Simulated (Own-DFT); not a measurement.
SiC (4H silicon carbide, strained, atoms displaced) (calculated)

All values are calculated (Own-DFT development build). A calculation, not a measurement: plane-wave PBE density functional theory by an unreviewed code, no spin, of a simulated periodic cell, stress positive in tension, free energy of the whole cell less one offset for each atom, forces on such cells passed a denser k mesh, this cell's mesh not checked; offsets are fitted by least squares, one for each functional and potential file, so energies compare only between cells with the same atoms and settings and are not formation energies; the far tail of each file's local potential was reset to the Coulomb form; each entry is a single point on an unrelaxed cell, so the pressure reflects the starting lattice, mostly measured values (interpolated for alloys), from which strain is counted, and rises with the displacements; printed positions are rounded, which can move forces by about a meV/angstrom; the program, named Own-DFT, is a retired in-house code; no spin-orbit coupling.

```xyz
72
Lattice="9.1855 -0.0205 0.0238 -4.6105 7.8615 0.1109 0.0259 0.1544 10.0075" Properties=species:S:1:pos:R:3:force_x:R:1:force_y:R:1:force_z:R:1 formula=SiC functional=PBE potential_files=PseudoDojo_norm-conserving,scalar-relativistic,standard_set wave_cutoff=42 occupations=Fermi-Dirac smearing_width=0.1 hardware=one_NVIDIA_H100 k_mesh=4_x_4_x_3_centred_on_Gamma free_energy_of_cell_above_offsets=-3.885 pressure=13.47 stress_xx=-10.81 stress_yy=-15.13 stress_zz=-14.46 stress_yz=5.19 stress_xz=2.36 stress_xy=-1.46 wall_time=344.9
Si     4.5602     7.8913     4.1189     -0.701     -0.818      1.185
Si     0.0075     1.8664     1.6195     -0.748     -1.824     -0.639
C     -0.0120     0.1048     0.8977      1.214     -1.302      1.696
C     -0.0524     1.8101     3.4345      1.688      0.529      1.642
Si    -1.5228     2.6976     4.0673     -0.725     -0.663      0.889
Si    -1.4406     4.3823     1.6845     -1.473     -0.118     -0.002
C      7.6160     2.6246     1.0793      0.696       0.36     -1.683
C     -1.5199     4.4568     3.5655      0.938       -1.3     -1.376
Si    -2.9894     5.2198     4.1553     -3.388      1.874      0.297
Si    -3.0079     6.9296     1.6940     -1.122      2.127     -0.885
C      6.1253     5.1607     1.1586      3.116       1.89     -2.637
C     -3.0755     7.0279     3.5067     -1.019     -1.082      0.823
Si    -1.6653     7.8498     4.2358      2.626      1.129     -1.133
Si     3.1121     1.7421     1.5657     -2.003      0.508      0.704
C      3.0775     0.0115     0.9424     -0.188     -0.562     -0.109
C      3.0908     1.7318     3.4363     -1.208      0.529       0.75
Si     1.5878     2.7127     4.1895     -0.468     -0.987     -1.927
Si     1.5337     4.3282     1.6112      0.832      2.343      1.476
C      1.4881     2.6726     1.0196       1.33     -1.535     -1.138
C      1.5681     4.4511     3.5463      -0.67     -0.927     -0.775
Si     0.0084     5.2340     4.1566      1.031      2.181     -0.049
Si     0.0296     7.0969     1.6273       -1.3     -2.493      1.999
C      0.0164     5.2361     1.0365     -0.147      0.693      0.292
C     -0.0547     7.0509     3.5540     -0.054     -0.512      0.466
Si     6.0404     0.0564     4.2087      1.072     -0.574     -3.575
Si     6.1121     1.7484     1.6496     -0.886     -0.785     -1.455
C      1.5308     7.7706     1.0840      1.811      2.734      -1.43
C      6.1461     1.8014     3.4778     -0.955      0.008      0.992
Si     4.5420     2.6527     4.0908      0.889     -0.288       0.51
Si     4.6878     4.4675     1.7279     -4.837     -3.243     -3.115
C      4.5190     2.5905     0.8845      2.608      1.296      2.033
C      4.4276     4.4026     3.4289      3.644     -0.994      3.338
Si     3.0950     5.2879     4.1830     -1.528       0.37      0.882
Si     3.1203     6.9888     1.6651     -1.409     -0.447     -0.912
C      3.0287     5.2367     0.9188      1.583      0.311      5.685
C      3.0645     6.9198     3.4536     -0.445       2.68      2.659
Si     4.5602     7.9630     9.2494      1.457      0.613     -2.169
Si     4.5950     6.1933     6.7723     -0.253     -0.334     -3.497
C      4.5005     7.8995     6.0787      1.547      1.387     -1.106
C      4.6296     6.2057     8.5022      -0.27     -0.108       4.29
Si    -3.0215     5.3742     9.1935     -0.505     -0.423     -0.511
Si     6.1341     3.5423     6.6594     -2.008      1.319       0.02
C      6.1079     5.3087     6.0390     -0.179      -0.48     -0.006
C      6.2266     3.5897     8.5081     -2.264      0.848      0.465
Si     7.6663     2.7398     9.1224      0.986     -0.907       1.11
Si     7.6714     0.9874     6.5823     -0.243     -0.207      0.079
C      7.5235     2.7415     5.9827       3.91     -1.385     -0.875
C      7.6840     1.0002     8.4392     -0.154     -0.351      0.735
Si     1.6043     7.9230     9.1556     -1.791      2.187      1.231
Si     1.4929     6.2649     6.7212      1.477     -2.254      -0.06
C      6.1257     0.1100     5.9914      0.386     -0.399      0.608
C      1.5665     6.2376     8.5974     -0.772     -1.346     -0.752
Si     3.0952     5.3689     9.2651       0.01      -0.88     -5.742
Si     3.1170     3.6220     6.5962      -0.31     -2.331      2.316
C      3.0607     5.2677     6.0929      0.154       3.57      -1.32
C      2.9893     3.5948     8.5242      2.184      1.391     -0.566
Si     4.5824     2.7821     9.0803       0.09     -0.799      -0.71
Si     4.6259     0.8804     6.6600     -2.172      1.527     -2.687
C      4.6067     2.6650     6.0153     -0.067      0.229     -0.593
C      4.5418     0.9973     8.3940      1.923     -0.262      3.243
Si     3.0909     0.1377     9.1202     -0.849     -0.019     -1.814
Si    -1.5422     6.1439     6.6410      0.094      1.393     -0.266
C      2.9828     0.1219     5.9311       1.58     -1.389      0.895
C     -1.5602     6.2463     8.4962      1.367       -0.5       1.69
Si    -0.0047     5.3291     9.2172      0.132      0.282     -2.044
Si    -0.0381     3.5650     6.6371      0.749      0.006     -1.256
C      0.0700     5.3081     6.0145     -1.524      0.424      0.564
C      0.0587     3.5135     8.4315     -1.906      2.219      1.979
Si     1.5200     2.7820     9.1391      0.684     -2.252      0.041
Si     1.5522     1.0864     6.5523     -1.074     -3.841      1.815
C      1.6082     2.7333     6.0295     -1.722      1.692     -1.314
C      1.5546     0.9905     8.4535     -0.472      0.271      0.729
```

Units: wave_cutoff in hartree; smearing_width, free_energy_of_cell_above_offsets in eV; pressure, stress_xx, stress_yy, stress_zz, stress_yz, stress_xz, stress_xy in GPa; wall_time in s; force_x, force_y, force_z in eV/Å.
